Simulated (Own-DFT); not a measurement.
# Computed records: Hf₃₂O₆₃ (monoclinic hafnia with one neutral oxygen vacancy, atoms displaced), Hf₃₁SiO₆₄ (monoclinic hafnia with substituted atoms, atoms displaced)

Computed with Own-DFT development build. A calculation, not a measurement: plane-wave PBE and HSE06 DFT by an unreviewed code, no spin, of a simulated cell at Gamma alone, so results move with cell size and shape, stress positive in tension, energies less offsets, not probed for a lower state with spin; hafnium file: forces about 75 meV/angstrom off all-electron values; oxygen file: force components 24 meV/angstrom off all-electron in a glass; k mesh not checked against a denser one; forces and stress are PBE's, HSE06 gives the energy alone, and its difference from PBE has offsets of its own; offsets are fitted by least squares, one for each functional and potential file, so energies compare only between cells with the same atoms and settings and are not formation energies; the far tail of each file's local potential was reset to the Coulomb form; each entry is a single point on an unrelaxed cell, so the pressure reflects the starting lattice, mostly measured values, from which strain is counted, and rises with the displacements; printed positions are rounded, which can move forces by about a meV/angstrom; the program is a retired in-house code; no spin-orbit coupling.

Settings shared by all entries: first functional PBE; second functional HSE06; exact exchange share 0.25; screening 0.11 1/bohr; exchange divergence Gygi-Baldereschi; potential files PseudoDojo norm-conserving, scalar-relativistic, made for PBE, standard set; wave cutoff 48 hartree; occupations fixed; k mesh 1 x 1 x 1 centred on Gamma.

(1) 
```xyz
95
Lattice="10.2340 0.0000 0.0000 0.0000 10.3500 0.0000 -1.6955 0.0000 10.4453" Properties=species:S:1:pos:R:3:force_x:R:1:force_y:R:1:force_z:R:1 formula=Hf32O63 PBE_energy_of_cell_above_offsets=-89.636 HSE06_less_PBE_above_offsets=0.186 PBE_pressure=5.35 PBE_stress_xx=-5.06 PBE_stress_yy=-5.48 PBE_stress_zz=-5.5 PBE_stress_yz=-0.52 PBE_stress_xz=-0.24 PBE_stress_xy=1
Hf     1.2783     0.1692     1.0172     -0.659      0.427      0.318
Hf     3.4740     2.7773     1.5591      0.632      1.887     -1.826
Hf     2.9904     5.1047     4.1351      1.006     -2.873      0.183
Hf     0.8854     2.3849     3.6568      -0.51     -0.415      0.563
O      0.0328     1.7277     1.7764      1.401     -0.989     -0.202
O      4.5670     4.3457     0.8233      1.331     -0.028      0.123
O      4.1214     3.4451     3.4072      1.506     -0.205      1.248
O     -0.3165     0.8069     4.4406     -0.469       0.81     -1.089
O      1.9867     4.0110     2.3928      -1.27     -0.658      1.928
O      2.8708     1.3557     0.1076     -0.728     -1.235      0.259
O      2.5041     1.2995     2.7498     -1.315     -0.866     -0.461
O      1.4182     3.8534     5.0736      0.355     -0.176     -0.688
Hf     0.3250     0.2756     6.3225      2.165     -1.319     -0.443
Hf     2.6826     2.7299     6.9086     -3.409      1.822     -3.342
Hf     2.2607     5.0448     9.3699     -3.724     -1.311      0.786
Hf    -0.0319     2.2859     8.9515      1.786      4.186      0.439
O     -0.7196     1.6967     7.0411     -2.246      1.246     -0.208
O      3.7165     4.3830     6.0737      0.953       -0.1      0.431
O      3.2451     3.4671     8.6250      2.709     -0.938       1.04
O     -1.1413     0.9046     9.6193     -2.188      -2.62      0.982
O      0.9540     3.9606     7.7161      0.861     -1.072     -0.093
O      1.9687     1.3114     5.3171      0.118      0.304       0.44
O      1.4670     1.2874     7.9832       1.57     -0.338     -0.923
O      0.6198     3.8503    10.3608      -0.17       -0.6     -0.531
Hf     1.2438     5.4079     1.1222      0.623     -1.828     -3.262
Hf     3.4143     7.9447     1.5734      1.742      0.193     -2.485
Hf     3.0372    10.1549     4.0930     -1.541      1.086      1.711
Hf     0.8206     7.5905     3.7225     -0.395     -0.622      0.705
O      0.1811     6.8344     1.8410      -2.55      2.134      1.023
O      4.6697     9.3935     0.7798     -0.845       0.23      0.132
O      4.1016     8.6996     3.4402      1.719     -1.788     -0.018
O     -0.3538     5.9921     4.5101     -0.111      1.179     -2.164
O      1.8307     9.0314     2.4501     -0.556      1.121      0.228
O      2.8060     6.5063     0.0659     -0.188      1.141      1.381
O      2.4168     6.4806     2.7243     -0.345      0.158      0.938
O      1.4688     8.9773     5.1932      0.201     -0.156     -1.313
Hf     0.3959     5.3099     6.2836       0.09     -0.099      2.321
Hf     2.5904     7.9614     6.7176     -0.714      0.638      1.711
Hf     2.2142    10.1832     9.2665     -0.597     -1.602      1.847
Hf    -0.0352     7.5633     8.9485      0.146     -0.113     -0.468
O     -0.6983     6.8632     7.0273     -1.422      0.658     -0.609
O      3.7671     9.5383     6.1067      0.188     -0.086     -0.473
O      3.3594     8.6488     8.6155      0.046     -0.308     -0.397
O     -1.1783     6.1024     9.5832     -1.692     -1.647      0.766
O      0.9835     9.1226     7.7722      0.737      0.087     -0.356
O      1.9513     6.4810     5.4049      0.376      0.296     -1.153
O      1.4981     6.4002     7.9953      1.018      1.066     -1.012
Hf     6.3370     0.2084     1.1232      0.049     -1.604     -1.643
Hf     8.5646     2.8265     1.5037      0.234     -0.491     -0.424
Hf     8.1988     4.8992     4.1191     -0.525      0.466     -0.389
Hf     5.9605     2.3391     3.7003     -1.214      1.161     -1.014
O      5.2171     1.6475     1.7758     -0.711      1.463      1.108
O      9.6756     4.3114     0.7552      0.504      0.643     -0.109
O      9.3395     3.3874     3.3068      0.115      0.971      1.509
O      4.7531     0.8196     4.3738      0.875      0.553      0.533
O      7.0024     3.9586     2.4988       0.08     -0.746      0.204
O      7.9070     1.2704     0.0925      0.067      1.108     -0.384
O      7.5249     1.2456     2.7021     -0.127     -0.149      0.838
O      6.6701     3.7849     5.1261     -1.331      0.336     -0.445
Hf     5.4725     0.2577     6.3024      0.237     -1.621      0.309
Hf     7.7104     2.7480     6.7005      2.212      0.244       0.77
Hf     7.2579     4.9081     9.2201      3.439       0.42      3.209
Hf     5.1102     2.4675     8.8831     -1.226     -2.203      2.023
O      4.3556     1.7522     7.0347      0.817     -0.062      0.154
O      8.8298     4.2697     6.0295      0.627      0.195     -0.087
O      8.5828     3.4176     8.6515     -2.656      1.045     -0.602
O      3.8375     0.8865     9.6254      1.887      1.492     -0.466
O      6.1895     3.8605     7.6506     -0.549      0.194      0.763
O      7.0521     1.3542     5.3602     -0.026      -0.73      -0.76
O      6.6800     1.2529     7.9303     -0.651      0.658     -0.223
O      5.6913     3.8224    10.3509     -0.041      0.022     -1.495
Hf     6.4481     5.4568     1.0424     -2.354     -0.637       1.74
Hf     8.6158     7.9713     1.6084     -1.401     -0.596     -2.155
Hf     8.1096    10.1059     4.1185      0.686      1.543      0.406
Hf     5.8743     7.6207     3.7658      0.225      -1.39     -1.778
O      5.1775     6.8728     1.7895     -0.373      0.737      0.892
O      9.6662     9.4132     0.7603      2.127      1.241      0.143
O      9.2655     8.6870     3.4058      1.504     -1.312      0.409
O      4.7643     6.0549     4.4111     -0.132      0.058      0.642
O      6.9292     9.0927     2.5389      0.446     -0.071      0.573
O      7.8904     6.5261     0.1450      0.959      0.013      -0.72
O      7.4290     6.4187     2.7231      0.902      0.468       0.73
O      6.5569     9.1069     5.1498      0.037      -0.82     -0.045
Hf     5.5312     5.3552     6.3657     -1.276      0.872     -2.067
Hf     7.7748     7.9562     6.6768      1.505       0.25      1.971
Hf     7.2581    10.2192     9.3328      0.646     -2.872      1.023
Hf     5.0681     7.5724     8.8422      0.278      1.162      3.104
O      4.3991     6.9542     7.0691     -0.232     -0.885     -1.703
O      8.9752     9.4685     6.0444     -1.784     -0.822     -0.721
O      8.4663     8.5739     8.6006      0.041      0.983      0.297
O      3.8684     6.0369     9.6692       2.17      1.334     -0.778
O      6.2943     9.0546     7.8077     -1.539      0.869     -1.383
O      7.0737     6.5029     5.2778     -0.227      0.244      0.981
O      6.6423     6.4190     8.0522      0.024     -0.498     -2.033
O      5.7022     9.0081    10.4072      0.046      0.089     -0.896
```

Units: PBE_energy_of_cell_above_offsets, HSE06_less_PBE_above_offsets in eV; PBE_pressure, PBE_stress_xx, PBE_stress_yy, PBE_stress_zz, PBE_stress_yz, PBE_stress_xz, PBE_stress_xy in GPa; force_x, force_y, force_z in eV/Å.

(2) 
```xyz
96
Lattice="10.2340 0.0000 0.0000 0.0000 10.3500 0.0000 -1.6955 0.0000 10.4453" Properties=species:S:1:pos:R:3:force_x:R:1:force_y:R:1:force_z:R:1 formula=Hf31SiO64 PBE_energy_of_cell_above_offsets=-90.335 HSE06_less_PBE_above_offsets=0.169 PBE_pressure=2.61 PBE_stress_xx=-2.21 PBE_stress_yy=-2.42 PBE_stress_zz=-3.19 PBE_stress_yz=-0.11 PBE_stress_xz=0.16 PBE_stress_xy=-0.27
Si     1.2475     0.2279     1.0692     -1.725      0.214     -0.725
Hf     3.4471     2.7547     1.4672      0.851      0.931      1.045
Hf     3.0461     4.9745     4.1756      0.214     -0.593     -1.359
Hf     0.7870     2.4013     3.6457      0.586     -0.635      0.127
O      0.0632     1.7104     1.7536      2.146     -2.067     -0.439
O      4.6234     4.3002     0.8085      0.055     -0.117      -0.22
O      4.2094     3.4579     3.3770     -0.401      0.184      0.519
O     -0.3416     0.8873     4.4578     -0.596      0.181     -0.562
O      1.9206     3.9393     2.5072     -0.319     -0.488      0.278
O      2.8104     1.2909     0.0670     -1.309     -0.285      1.166
O      2.4041     1.2553     2.6910     -0.731     -0.401     -0.635
O      1.4406     3.8386     5.1172      0.157      0.072      0.126
Hf     0.3938     0.1963     6.2907      0.281      0.443      0.321
Hf     2.6368     2.8129     6.7690     -0.443     -0.498     -0.515
Hf     2.1300     4.9118     9.3621      1.025      1.616      0.769
Hf    -0.0473     2.3818     8.8661      0.505     -0.036      1.143
O     -0.7184     1.7455     7.0575     -1.074      0.123      -0.98
O      3.7847     4.3532     6.0489     -0.471     -0.415      0.133
O      3.3255     3.4714     8.6351      0.508      -0.49     -0.218
O     -1.1927     0.9107     9.5947       0.18     -1.283      1.708
O      1.0341     3.9196     7.7481     -0.189      -0.07     -0.373
O      1.9077     1.3092     5.2952      0.757      0.621       0.23
O      1.5649     1.2134     7.9308     -0.066      0.607     -0.266
O      0.6092     3.9097    10.3798     -0.163     -1.519     -0.769
Hf     1.2154     5.3852     1.1423          0      0.495     -0.211
Hf     3.4741     7.9742     1.5186     -0.497     -0.042     -0.434
Hf     3.0487    10.1367     4.1443      0.141      0.455      -0.52
Hf     0.8663     7.6164     3.7645     -2.081     -1.193     -2.185
O      0.0658     6.8722     1.8211     -0.485        0.6      0.119
O      4.5906     9.4600     0.7839       0.83      0.391      0.194
O      4.2665     8.6356     3.4005     -1.033      0.314      0.059
O     -0.3734     6.0184     4.3791      0.363      0.051      0.369
O      1.8677     9.1098     2.5012     -0.096      1.352      -1.15
O      2.7273     6.4897     0.0995      1.006      0.702      -0.01
O      2.3944     6.4435     2.7036      0.235       0.11      0.967
O      1.4786     9.0315     5.0775     -0.358      0.224      0.653
Hf     0.3842     5.3105     6.2776      0.241      1.664      0.141
Hf     2.5747     7.9242     6.7444      0.921       0.54      0.604
Hf     2.1371    10.1346     9.3459      1.495     -0.456      0.128
Hf    -0.0457     7.5799     8.9066       0.25     -0.822      0.331
O     -0.8028     6.8927     6.9848        0.3     -0.163      0.419
O      3.7056     9.4694     6.0170      1.156      0.535      0.104
O      3.3318     8.5888     8.6104      0.456      0.303       0.45
O     -1.1635     6.0444     9.6668     -1.058     -0.137     -0.799
O      1.0861     9.0846     7.7259     -0.955      -0.12     -0.266
O      1.8901     6.5581     5.3185      0.484     -0.848     -0.149
O      1.5857     6.4169     7.8783     -0.787     -0.424      0.629
O      0.6389     9.0120    10.3511     -1.381      0.739      0.393
Hf     6.3729     0.2078     1.1013     -0.546     -0.034     -0.512
Hf     8.5712     2.7719     1.4834     -1.005      0.684     -0.331
Hf     8.1464     4.9436     4.1630     -0.384       0.54     -1.776
Hf     5.9243     2.3572     3.7009     -0.026      0.571         -1
O      5.2391     1.6830     1.8689     -1.151      0.328     -0.915
O      9.7392     4.2681     0.7973      0.206      0.412     -0.271
O      9.2873     3.4469     3.3512      0.524     -0.267      0.666
O      4.7612     0.8930     4.4037     -0.704     -0.767      0.548
O      6.9753     3.9429     2.5006      0.386     -0.341     -0.118
O      7.9521     1.2846     0.0976     -0.313      0.687      -0.05
O      7.5108     1.2052     2.6935      0.317      0.695      0.283
O      6.5141     3.8089     5.0566       0.85      0.793      1.447
Hf     5.5031     0.2025     6.2916     -0.397     -0.223     -0.129
Hf     7.7134     2.8459     6.7261     -0.182     -1.361      0.493
Hf     7.3246     4.9974     9.3494      0.045     -0.712      0.933
Hf     5.0988     2.3741     8.8758     -0.561     -0.123        1.6
O      4.3223     1.7344     6.9912      0.168     -0.118      0.095
O      8.8854     4.3156     6.0253     -0.403     -0.383      0.241
O      8.4833     3.4307     8.6521     -0.764      0.783     -0.547
O      3.8861     0.8913     9.6723      0.025      0.122     -0.458
O      6.1180     3.8835     7.7340      0.697      0.745     -0.722
O      7.0472     1.3173     5.3039      0.529      0.473      0.807
O      6.6297     1.2854     7.9591      0.427      -0.31     -0.696
O      5.7312     3.8865    10.3258      0.198     -0.674     -0.449
Hf     6.3535     5.4720     1.0794      0.056     -2.207      0.029
Hf     8.5370     7.9727     1.4954      1.386        0.2      1.374
Hf     8.1638    10.1926     4.1238     -0.011     -1.233     -0.287
Hf     5.9194     7.5322     3.6875      0.827      0.312       0.09
O      5.2131     6.9092     1.7761     -0.673      0.626      0.567
O      9.7097     9.4989     0.7818      2.536      1.264       0.55
O      9.2893     8.6655     3.4006      0.704      -0.31      0.427
O      4.7676     6.0140     4.4435      0.007      0.455     -0.334
O      7.0203     9.1073     2.4592      -0.43     -0.504      0.537
O      7.9188     6.5330     0.1227      0.554     -0.068     -0.477
O      7.5112     6.4116     2.7532     -0.125      0.377     -0.313
O      6.5439     9.0333     5.0861      0.221      0.123      0.225
Hf     5.5110     5.4112     6.3250      -0.19     -0.009     -0.153
Hf     7.7309     7.9669     6.7381      0.034      0.549     -0.429
Hf     7.3322    10.1289     9.3495     -0.462      1.002      0.499
Hf     5.1258     7.5897     8.9187     -1.713     -0.286      0.393
O      4.3563     6.8815     7.0365     -0.348      0.279     -0.286
O      8.8942     9.4923     6.0433     -0.123     -0.068      0.163
O      8.4500     8.6385     8.6856      0.678      -0.93     -0.659
O      3.9388     6.0726     9.6824     -0.593      0.011     -0.765
O      6.1595     9.1127     7.7188      0.005     -0.016     -0.022
O      7.0833     6.5675     5.3046     -0.131     -0.796      0.598
O      6.6032     6.4418     7.9530      0.968     -0.302     -0.158
O      5.7496     9.0354    10.3826     -0.041     -0.355     -1.051
```

Units: PBE_energy_of_cell_above_offsets, HSE06_less_PBE_above_offsets in eV; PBE_pressure, PBE_stress_xx, PBE_stress_yy, PBE_stress_zz, PBE_stress_yz, PBE_stress_xz, PBE_stress_xy in GPa; force_x, force_y, force_z in eV/Å.
